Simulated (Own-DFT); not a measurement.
TiSi2 (C49 TiSi2 crystal, atoms displaced) (calculated)

A calculation, not a measurement: plane-wave density functional theory by an unreviewed code, no spin, of a simulated periodic cell, stress positive in tension, run twice, with PBE and with PBEsol, both on files made for PBE, so the change isn't that of files made for PBEsol, forces on such cells moved up to 12 meV/angstrom on a denser k mesh; the far tail of each file's local potential was reset to the Coulomb form; each entry is a single point on an unrelaxed cell, so the pressure reflects the starting lattice, taken from the Materials Project, from which strain is counted, and rises with the displacements; printed positions are rounded, which can move forces by about a meV/angstrom; the program, named Own-DFT, is a retired in-house code; no spin-orbit coupling; stress was not checked against mesh or cutoff. Program: Own-DFT development build.

```cif
# cell vector a (Å): 5.2953 -6.7593 3.5652
# cell vector b (Å): 7.0604 0.0000 -7.1303
# cell vector c (Å): 5.2953 6.7593 3.5652
data_TiSi2
_symmetry_space_group_name_H-M 'P 1'
_symmetry_Int_Tables_number 1
_cell_length_a 9.2973
_cell_length_b 10.0345
_cell_length_c 9.2973
_cell_angle_alpha 82.631
_cell_angle_beta 93.274
_cell_angle_gamma 82.631
_cell_volume 850.71
loop_
_atom_site_label
_atom_site_type_symbol
_atom_site_fract_x
_atom_site_fract_y
_atom_site_fract_z
_atom_site_occupancy
Ti1 Ti 0.94672 0.92761 0.15455 1
Ti2 Ti 0.85056 0.87481 0.64824 1
Si1 Si 0.60673 0.92411 0.49274 1
Si2 Si 0.19544 0.87498 0.30844 1
Si3 Si 0.89949 0.02962 0.39928 1
Si4 Si 0.89852 0.77768 0.39952 1
Ti3 Ti 0.94358 0.42455 0.15237 1
Ti4 Ti 0.85166 0.37532 0.64484 1
Si5 Si 0.60955 0.42181 0.48905 1
Si6 Si 0.19504 0.37378 0.30588 1
Si7 Si 0.89593 0.52021 0.40190 1
Si8 Si 0.90455 0.27328 0.40165 1
Ti5 Ti 0.74744 0.72628 0.94958 1
Ti6 Ti 0.65540 0.67386 0.44709 1
Si9 Si 0.41007 0.72625 0.28890 1
Si10 Si 0.99050 0.67906 0.10430 1
Si11 Si 0.69918 0.82180 0.20085 1
Si12 Si 0.70351 0.57191 0.19877 1
Ti7 Ti 0.54307 0.02679 0.75309 1
Ti8 Ti 0.45322 0.97569 0.24659 1
Si13 Si 0.20576 0.02900 0.09298 1
Si14 Si 0.78966 0.97619 0.91090 1
Si15 Si 0.50072 0.12503 0.00090 1
Si16 Si 0.50249 0.87304 0.99844 1
Ti9 Ti 0.74243 0.22743 0.95282 1
Ti10 Ti 0.65499 0.17357 0.44892 1
Si17 Si 0.40448 0.22321 0.29011 1
Si18 Si 0.98976 0.17425 0.10540 1
Si19 Si 0.69905 0.32635 0.19896 1
Si20 Si 0.70164 0.07368 0.19780 1
Ti11 Ti 0.54859 0.52837 0.75863 1
Ti12 Ti 0.45599 0.47961 0.24506 1
Si21 Si 0.20928 0.52664 0.09317 1
Si22 Si 0.79078 0.47751 0.90455 1
Si23 Si 0.50086 0.62517 0.00092 1
Si24 Si 0.50324 0.37048 0.00303 1
Ti13 Ti 0.34992 0.82603 0.55293 1
Ti14 Ti 0.25339 0.77564 0.04443 1
Si25 Si 0.01040 0.82542 0.89135 1
Si26 Si 0.59427 0.77468 0.70650 1
Si27 Si 0.30130 0.92400 0.79898 1
Si28 Si 0.30119 0.67349 0.80191 1
Ti15 Ti 0.34568 0.32574 0.54957 1
Ti16 Ti 0.25278 0.27372 0.04810 1
Si29 Si 0.00864 0.32533 0.88963 1
Si30 Si 0.58893 0.27333 0.70495 1
Si31 Si 0.30549 0.42304 0.79702 1
Si32 Si 0.29580 0.17436 0.80260 1
Ti17 Ti 0.14426 0.62472 0.35468 1
Ti18 Ti 0.05300 0.57500 0.84619 1
Si33 Si 0.80613 0.62503 0.69282 1
Si34 Si 0.39376 0.57592 0.50596 1
Si35 Si 0.09741 0.72316 0.60180 1
Si36 Si 0.10489 0.47489 0.59978 1
Ti19 Ti 0.15007 0.12634 0.35574 1
Ti20 Ti 0.04950 0.07446 0.84742 1
Si37 Si 0.80806 0.12219 0.69521 1
Si38 Si 0.39001 0.07210 0.50641 1
Si39 Si 0.09876 0.22313 0.60102 1
Si40 Si 0.10251 0.97726 0.60274 1
_calc_functional 'PBE, then PBEsol'
_calc_potential_files 'PseudoDojo norm-conserving, scalar-relativistic, standard set'
_calc_wave_cutoff 42  # hartree
_calc_occupations 'cold (Marzari-Vanderbilt)'
_calc_smearing_width 0.2  # eV
_calc_k_mesh '4 x 4 x 4 centred on Gamma'
_calc_PBE_pressure 2.14  # GPa
_calc_PBE_stress_xx -1.77  # GPa
_calc_PBE_stress_yy -2.25  # GPa
_calc_PBE_stress_zz -2.41  # GPa
_calc_PBE_stress_yz 0  # GPa
_calc_PBE_stress_xz -0.05  # GPa
_calc_PBE_stress_xy 0.02  # GPa
_calc_PBEsol_pressure -1.18  # GPa
_calc_PBEsol_stress_xx 1.66  # GPa
_calc_PBEsol_stress_yy 1.33  # GPa
_calc_PBEsol_stress_zz 0.56  # GPa
_calc_PBEsol_stress_yz -0.01  # GPa
_calc_PBEsol_stress_xz -0.05  # GPa
_calc_PBEsol_stress_xy 0.03  # GPa
_calc_rms_change_of_force_components_from_PBE_to_PBEsol 0.019  # eV/angstrom
```

Force:
```tsv
force element	PBE force x (eV/Å)	PBE force y (eV/Å)	PBE force z (eV/Å)	PBEsol force x (eV/Å)	PBEsol force y (eV/Å)	PBEsol force z (eV/Å)
Ti	-0.203	-0.142	0.22	-0.202	-0.157	0.215
Ti	0.173	-0.317	0.022	0.17	-0.294	0.023
Si	0.08	-0.41	-0.119	0.079	-0.462	-0.12
Si	-0.154	0.32	-0.171	-0.15	0.373	-0.171
Si	-0.176	0.075	0.459	-0.179	0.075	0.461
Si	0.011	-0.058	0.222	0.007	-0.059	0.226
Ti	0.319	-0.421	0.12	0.315	-0.429	0.117
Ti	0.073	0.169	0.329	0.071	0.181	0.326
Si	0.231	-0.032	-0.26	0.227	-0.087	-0.26
Si	0.013	0.505	-0.502	0.013	0.563	-0.499
Si	0.509	-0.342	-0.192	0.518	-0.333	-0.194
Si	-0.177	0.081	-0.333	-0.18	0.079	-0.338
Ti	0.161	0.298	0.147	0.154	0.28	0.147
Ti	-0.24	0.191	-0.137	-0.24	0.205	-0.138
Si	0.091	-0.113	0.061	0.09	-0.167	0.063
Si	0.019	0.356	0.632	0.018	0.41	0.632
Si	0.17	-0.102	-0.149	0.171	-0.098	-0.15
Si	0.127	0.063	-0.29	0.123	0.061	-0.291
Ti	-0.056	-0.267	0.272	-0.057	-0.283	0.274
Ti	-0.152	-0.135	0.088	-0.151	-0.113	0.086
Si	-0.251	-0.347	0.486	-0.246	-0.401	0.486
Si	-0.117	0.114	0.119	-0.115	0.163	0.126
Si	-0.272	0.108	-0.008	-0.276	0.106	-0.008
Si	0.096	0.146	-0.197	0.097	0.142	-0.202
Ti	0.057	-0.459	0.211	0.056	-0.465	0.213
Ti	-0.33	-0.054	-0.222	-0.323	-0.036	-0.218
Si	0.619	-0.484	0.267	0.608	-0.535	0.271
Si	0.356	0.364	-0.19	0.348	0.418	-0.193
Si	0.029	0.114	0.383	0.033	0.111	0.389
Si	0.102	0.259	-0.013	0.102	0.254	-0.012
Ti	-0.996	-0.432	-0.02	-0.982	-0.445	-0.019
Ti	-0.529	0.406	0.402	-0.523	0.418	0.4
Si	-0.243	-0.172	-0.138	-0.238	-0.224	-0.142
Si	0.128	0.311	0.644	0.127	0.367	0.644
Si	-0.05	-0.006	0.013	-0.055	-0.005	0.019
Si	0.021	0.118	-0.58	0.024	0.113	-0.587
Ti	-0.375	0.363	0.143	-0.365	0.341	0.137
Ti	0.297	0.246	0.043	0.293	0.258	0.046
Si	-0.166	-0.135	-0.331	-0.165	-0.188	-0.338
Si	0.084	0.488	-0.275	0.084	0.543	-0.272
Si	0.043	0.193	-0.003	0.046	0.19	0.002
Si	-0.071	-0.105	-0.135	-0.07	-0.105	-0.134
Ti	0.064	0.095	0.33	0.061	0.081	0.328
Ti	0.072	-0.15	-0.433	0.071	-0.131	-0.425
Si	0.012	-0.049	-0.068	0.012	-0.099	-0.069
Si	0.412	0.191	-0.085	0.405	0.241	-0.08
Si	0.096	0.435	-0.057	0.1	0.428	-0.055
Si	0.081	-0.302	0.054	0.081	-0.297	0.058
Ti	0.014	-0.372	-0.095	0.016	-0.388	-0.091
Ti	0.081	0.003	0.162	0.082	0.021	0.155
Si	0.049	-0.643	0.034	0.05	-0.697	0.032
Si	0.079	0.202	0.133	0.078	0.251	0.131
Si	0.184	-0.201	-0.181	0.185	-0.196	-0.183
Si	-0.262	0.261	-0.132	-0.268	0.253	-0.134
Ti	-0.668	0.059	-0.168	-0.659	0.041	-0.167
Ti	0.291	-0.219	0.116	0.29	-0.205	0.114
Si	-0.035	-0.204	-0.48	-0.035	-0.258	-0.481
Si	0.515	0.172	-0.104	0.508	0.224	-0.105
Si	0.298	-0.017	-0.148	0.302	-0.016	-0.151
Si	-0.533	-0.017	0.108	-0.538	-0.018	0.108
```
